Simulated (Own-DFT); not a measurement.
# What a defect does to the pressure of its cell: 4H SiC

Calculated, not measured: single-point runs of Own-DFT, a retired in-house plane-wave DFT program that no person has reviewed, on unrelaxed cells, without spin or spin-orbit coupling.

Method: PBE; PseudoDojo norm-conserving scalar-relativistic files; cutoff 42 hartree; 4 x 4 x 3 k mesh centred on Gamma; Fermi-Dirac smearing of 0.1 eV.

Limits (not all hold for every row): some atoms lie very close together; not probed for a lower state with spin; forces on such cells passed a denser k mesh, each cell not checked; stress not checked against mesh or cutoff.

All runs share one cell, with vectors in Å (9.248, 0.000, 0.000); (-4.624, 8.009, 0.000); (0.000, 0.000, 10.068) and a volume of 745.7 Å³. u is the rms random offset of the atoms per axis. The defect's site can differ from row to row.

```
                                     cell     formula   u (Å)  P (GPa)
                                no defect     C36Si36  0.0297     3.79
                                no defect     C36Si36  0.0315     3.92
                                no defect     C36Si36  0.0581     5.60
                   two N on a C site each   C34N2Si36  0.0307     2.63
                   two N on a C site each   C34N2Si36  0.0482     4.13
                   two N on a C site each   C34N2Si36  0.0516     4.56
one C on a Si site and one Si on a C site     C36Si36  0.0297     7.94
one C on a Si site and one Si on a C site     C36Si36  0.0503     8.66
one C on a Si site and one Si on a C site     C36Si36  0.0527     9.45
one Al on a Si site and one N on a C site  AlC35NSi35  0.0488     5.24
one Al on a Si site and one N on a C site  AlC35NSi35  0.0517     5.52
one Al on a Si site and one N on a C site  AlC35NSi35  0.0522     5.42
                       one C on a Si site     C37Si35  0.0509     3.69
                       one C on a Si site     C37Si35  0.0510     3.74
                       one C on a Si site     C37Si35  0.0511        ?
                       one C on a Si site     C37Si35  0.0512     2.96
```

## What the rows give

P = P0 + c u² + a shift for each defect gives P0 = 3.07 GPa, c = 782 ± 109 GPa/Å² and a scatter of 0.30 GPa. The shifts, and each times the cell's volume:

- one C on a Si site and one Si on a C site: 4.00 ± 0.25 GPa, 18.6 eV
- one Al on a Si site and one N on a C site: 0.30 ± 0.26 GPa, 1.4 eV (not resolved)
- two N on a C site each: -0.84 ± 0.25 GPa, -3.9 eV (-1.9 eV for each of its 2 sites)
- one C on a Si site: -1.64 ± 0.26 GPa, -7.6 eV

Against the defect-free cell, a freed cell would be larger where the shift is positive and smaller where it is negative (160.2 GPa Å³ is 1 eV). The atoms around the defects weren't relaxed, which would change these numbers.

## Withheld run

Question: what pressure belongs in the blank (one C on a Si site, u = 0.0511 Å)?

The fitted form gives 3.47 ± 0.35 GPa. DFT gave 3.40 GPa.
